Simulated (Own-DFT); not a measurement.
## Calculated data, GaP (zincblende, atoms displaced)

All values are calculated (Own-DFT development build). A calculation, not a measurement: plane-wave PBE density functional theory by an unreviewed code, no spin, of a simulated periodic cell, stress positive in tension, free energy of the whole cell less one offset for each atom, forces on such cells passed a denser k mesh, this cell's mesh not checked; offsets are fitted by least squares, one for each functional and potential file, so energies compare only between cells with the same atoms and settings and are not formation energies; the far tail of each file's local potential was reset to the Coulomb form; each entry is a single point on an unrelaxed cell, so the pressure reflects the starting lattice, mostly measured values (interpolated for alloys), from which strain is counted, and rises with the displacements; printed positions are rounded, which can move forces by about a meV/angstrom; the program, named Own-DFT, is a retired in-house code; no spin-orbit coupling.

### GaP (zincblende, atoms displaced)

```
GaP
1.0
     16.3515     0.0000     0.0000
      0.0000    10.9010     0.0000
      0.0000     0.0000    10.9010
Ga P Ga P Ga P Ga P Ga P Ga P Ga P Ga P Ga P Ga P Ga P Ga P
4 4 4 4 4 4 4 4 4 4 4 4 4 4 4 4 4 4 4 4 4 4 4 4
Direct
  0.00110 0.99051 0.99387
  0.99080 0.23107 0.25365
  0.16199 0.99904 0.25763
  0.15594 0.24309 0.99305
  0.09106 0.11415 0.11570
  0.08987 0.38680 0.36866
  0.25326 0.11596 0.38102
  0.24038 0.36242 0.11499
  0.99749 0.98687 0.49546
  0.00479 0.25019 0.73144
  0.16641 0.98944 0.74770
  0.15728 0.24744 0.50574
  0.07623 0.12243 0.61282
  0.08152 0.37068 0.87177
  0.24708 0.12578 0.86606
  0.25552 0.37087 0.61190
  0.00034 0.48749 0.99792
  0.99869 0.75133 0.27273
  0.15810 0.50029 0.25055
  0.16692 0.75721 0.99163
  0.08855 0.62769 0.12134
  0.06791 0.88260 0.38394
  0.24549 0.62016 0.35735
  0.24701 0.86620 0.13124
  0.99285 0.49283 0.50825
  0.99680 0.75759 0.74811
  0.16211 0.50505 0.73451
  0.16514 0.74296 0.50611
  0.08668 0.62342 0.62381
  0.08438 0.86244 0.86625
  0.24405 0.62304 0.87395
  0.24788 0.87982 0.63748
  0.32814 0.01473 0.99883
  0.34009 0.25394 0.25045
  0.48952 0.99076 0.24494
  0.50493 0.26166 0.01276
  0.41950 0.12489 0.12215
  0.42216 0.38387 0.37666
  0.58923 0.13362 0.37330
  0.59678 0.37825 0.13738
  0.33217 0.00042 0.51623
  0.32621 0.24911 0.73313
  0.49216 0.99483 0.75107
  0.50764 0.25870 0.48169
  0.42194 0.12118 0.63772
  0.41878 0.36454 0.87988
  0.59409 0.10875 0.89419
  0.58477 0.37661 0.62473
  0.32976 0.50366 0.99635
  0.32691 0.74990 0.24475
  0.49732 0.49061 0.24356
  0.50554 0.73848 0.00807
  0.41618 0.62887 0.12089
  0.41717 0.87169 0.38922
  0.58174 0.61555 0.36868
  0.57988 0.86655 0.13262
  0.32766 0.47864 0.49397
  0.32889 0.75793 0.75988
  0.49312 0.51179 0.73780
  0.50439 0.73946 0.50077
  0.40830 0.62899 0.61844
  0.40828 0.87964 0.88984
  0.58269 0.63335 0.88141
  0.58572 0.88001 0.62215
  0.65744 0.02206 0.00032
  0.66196 0.24446 0.26905
  0.82706 0.99923 0.26225
  0.83633 0.25026 0.00398
  0.74653 0.13368 0.11850
  0.74071 0.35954 0.36480
  0.93146 0.12022 0.37407
  0.91343 0.37717 0.13388
  0.66442 0.00345 0.50638
  0.66477 0.26748 0.74539
  0.82384 0.00437 0.74835
  0.82900 0.24391 0.49034
  0.75046 0.13024 0.60961
  0.74509 0.36719 0.88314
  0.89340 0.14800 0.87031
  0.92024 0.38185 0.60815
  0.67492 0.50502 0.00038
  0.66447 0.75867 0.25656
  0.82572 0.48879 0.26268
  0.82840 0.74911 0.99537
  0.75174 0.63931 0.12145
  0.74587 0.86313 0.37350
  0.92291 0.63213 0.37963
  0.92584 0.86630 0.12115
  0.66418 0.50412 0.50478
  0.66269 0.75456 0.75842
  0.83658 0.49135 0.75596
  0.84153 0.74271 0.50121
  0.74901 0.63808 0.62805
  0.75751 0.87993 0.86972
  0.92897 0.63099 0.87798
  0.92565 0.87979 0.61889
```

```
functional                        : PBE
potential files                   : PseudoDojo norm-conserving, scalar-relativistic, standard set
wave cutoff                       : 42 hartree
occupations                       : Fermi-Dirac
smearing width                    : 0.1 eV
k mesh                            : 2 x 3 x 3 centred on Gamma
free energy of cell above offsets : -36.138 eV
pressure                          : 5.39 GPa
stress xx                         : -5.1 GPa
stress yy                         : -5.31 GPa
stress zz                         : -5.76 GPa
stress yz                         : 2.31 GPa
stress xz                         : 0.59 GPa
stress xy                         : -0.45 GPa
```

Force:
```
element  x (eV/Å)  y (eV/Å)  z (eV/Å)
     Ga    -0.297     0.812    -0.295
     Ga     3.467     3.319    -3.271
     Ga     0.612    -0.627     0.133
     Ga      1.45     0.151    -0.561
      P    -2.108    -0.064     0.878
      P    -3.003    -2.752     2.147
      P    -0.442     1.045    -0.119
      P     1.205     1.095     1.052
     Ga    -0.795     3.283     1.794
     Ga    -1.649     0.489     1.396
     Ga    -1.348     1.812      0.75
     Ga      1.41     0.481    -1.643
      P     0.795    -1.443     1.033
      P     0.047     0.172    -1.248
      P    -0.692     0.308     -0.05
      P     -3.18    -0.576     1.616
     Ga     0.269     1.151     0.865
     Ga     0.877     0.052    -3.562
     Ga     1.802     0.576    -2.542
     Ga     0.269    -0.994     1.076
      P    -1.449     0.082      0.19
      P     5.175    -2.263    -1.944
      P     0.615      0.04      2.05
      P    -0.624     2.156     -1.12
     Ga     3.807     3.065    -3.168
     Ga     0.711    -1.114    -0.644
     Ga     1.577      -1.5     1.727
     Ga     0.788      1.05    -1.196
      P    -2.499     0.498    -0.508
      P    -0.345     1.793     0.212
      P     0.386    -0.112    -0.643
      P     0.582    -1.627    -2.051
     Ga    -0.362    -0.632     0.718
     Ga    -1.153    -0.417    -0.248
     Ga     0.761     0.061     0.876
     Ga     0.825    -0.767    -0.315
      P    -0.336     0.606     0.199
      P    -0.841    -1.075    -0.415
      P    -2.945    -3.905     1.322
      P    -1.223     0.181    -0.865
     Ga     0.626    -0.161    -0.411
     Ga     1.583    -0.666     1.873
     Ga     1.567     -0.94     1.655
     Ga    -0.476    -0.659     1.911
      P    -0.668     1.812    -2.222
      P    -0.617      1.19    -1.104
      P    -8.273     7.521    -9.277
      P    -1.435     0.906    -0.413
     Ga     0.096    -1.028     0.265
     Ga     1.762    -0.327     1.035
     Ga     0.596     1.295    -0.844
     Ga    -1.204     1.616    -0.114
      P    -0.615    -1.057     0.739
      P    -0.739      -0.1    -0.728
      P     0.246     0.429     0.155
      P     0.336     1.474    -0.627
     Ga     1.044      3.42    -1.536
     Ga     0.305    -0.724     0.056
     Ga      0.39    -0.862     1.385
     Ga    -0.073     0.476    -0.076
      P    -0.399     0.013     0.039
      P     1.377    -0.797    -0.391
      P     0.362    -1.793    -1.285
      P    -1.159    -0.804     0.921
     Ga     7.219     -7.63      7.54
     Ga     1.013    -0.021    -4.667
     Ga     0.839     0.112    -1.646
     Ga    -1.762     1.965     2.478
      P     0.282    -0.639     1.976
      P     2.228     2.721     3.018
      P    -4.539    -1.807     2.345
      P     0.404    -0.493    -0.244
     Ga     0.397    -0.234    -1.297
     Ga     0.494    -2.275     0.778
     Ga     1.318     0.679     -1.16
     Ga     1.708     0.834    -0.833
      P    -0.673    -0.281     1.927
      P     1.158     0.935    -0.545
      P     4.306    -2.894    -2.844
      P    -3.527    -3.392     3.039
     Ga    -0.763     0.517     0.258
     Ga    -0.688     -1.75    -0.997
     Ga     0.656     1.661    -0.867
     Ga     2.147     0.674    -0.298
      P    -0.554    -1.458      1.49
      P     1.346     1.595      2.06
      P    -1.741    -2.907     0.354
      P    -1.708     0.205     0.797
     Ga     0.879      0.09     -0.35
     Ga     0.723     0.738    -0.321
     Ga    -0.095     0.994    -0.095
     Ga    -1.045     1.046     0.483
      P     0.333    -1.427     0.212
      P    -2.143    -0.602      1.12
      P    -2.015    -1.093    -0.022
      P    -2.973    -0.503      1.68
```
